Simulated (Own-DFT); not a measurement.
# Strain and stress in wurtzite GaN, 96 atoms (Ga48N48)

All numbers below are calculated, not measured. They come from Own-DFT, an in-house plane-wave density functional program, since retired, whose code no person has reviewed. Each row is one single-point run on a periodic cell that was not relaxed, without spin or spin-orbit coupling.

Settings of every run: PBE; PseudoDojo norm-conserving scalar-relativistic files (stringent for Ga); cutoff 96 hartree; 3 x 4 x 3 k mesh centred on Gamma; Gaussian smearing of 0.01 eV.

Known limits: forces on such cells passed a denser k mesh, each cell not checked; stress not checked against mesh or cutoff.

Unstrained cell vectors in Å: (12.756, 0.000, 0.000); (-4.784, 8.285, 0.000); (0.000, 0.000, 10.370). The unstrained cell has measured lattice constants (interpolated for alloys), not those of this functional. That, the random moves and any unrelaxed bonds set the pressure at no strain. Each run strains this cell uniformly, with the atoms carried along. Every atom was also moved at random, by a Gaussian of width 0.05 Å on each axis. Strain is the symmetric tensor, in per cent. Stress is positive in tension, and the pressure is minus a third of its trace.

```
run  e_xx (%)  e_yy (%)  e_zz (%)  s_xx (GPa)  s_yy (GPa)  s_zz (GPa)  P (GPa)  E (meV/atom)
  1      0.00      0.00      0.75       -6.47       -8.22       -2.35     5.68           4.9
  2      0.00      0.00      0.75       -6.58       -6.55       -4.12     5.75           9.1
  3      0.00      0.00      1.50       -6.83       -6.27       -0.07     4.39           5.7
  4      0.00      0.00      2.75       -4.51       -5.15        2.91     2.25           9.6
  5      0.00      0.00     -0.25       -7.56       -6.75       -9.04     7.78          14.1
  6      0.00      0.00      1.50       -7.04       -4.72       -0.80     4.19           0.0
  7      0.00      0.00      1.75       -4.95       -7.49       -0.14     4.20          15.4
  8      0.00      0.00      1.75       -5.94       -5.51        0.19     3.75           2.0
  9      0.00      0.00     -1.25      -10.38       -7.18      -12.34     9.97          25.6
 10      0.00      0.00     -0.25       -6.43       -6.74       -9.96     7.71          16.6
 11      0.00      0.00     -1.25       -7.59       -7.21      -14.55     9.79          19.3
 12      0.00      0.00      2.75       -4.90       -4.05        3.05     1.96           4.6
 13      0.00      0.00     -0.50           ?           ?           ?        ?             ?
```

E is the free energy for each atom above the lowest run shown.

## Worked fit

The change of volume is close to e_xx + e_yy + e_zz. A straight line through the runs shown gives P = 7.32 - 194 x (fractional change of volume) GPa, with an error of 4 on the slope and a scatter of 0.18 GPa. The strain isn't the same on all axes and the cell isn't cubic, so the slope belongs to this path and is not the bulk modulus.

## Withheld run

Question: what pressure should run 13 give? Its volume changes by -0.50 %.

The line gives 8.3 GPa. The calculation gave 7.92 GPa.
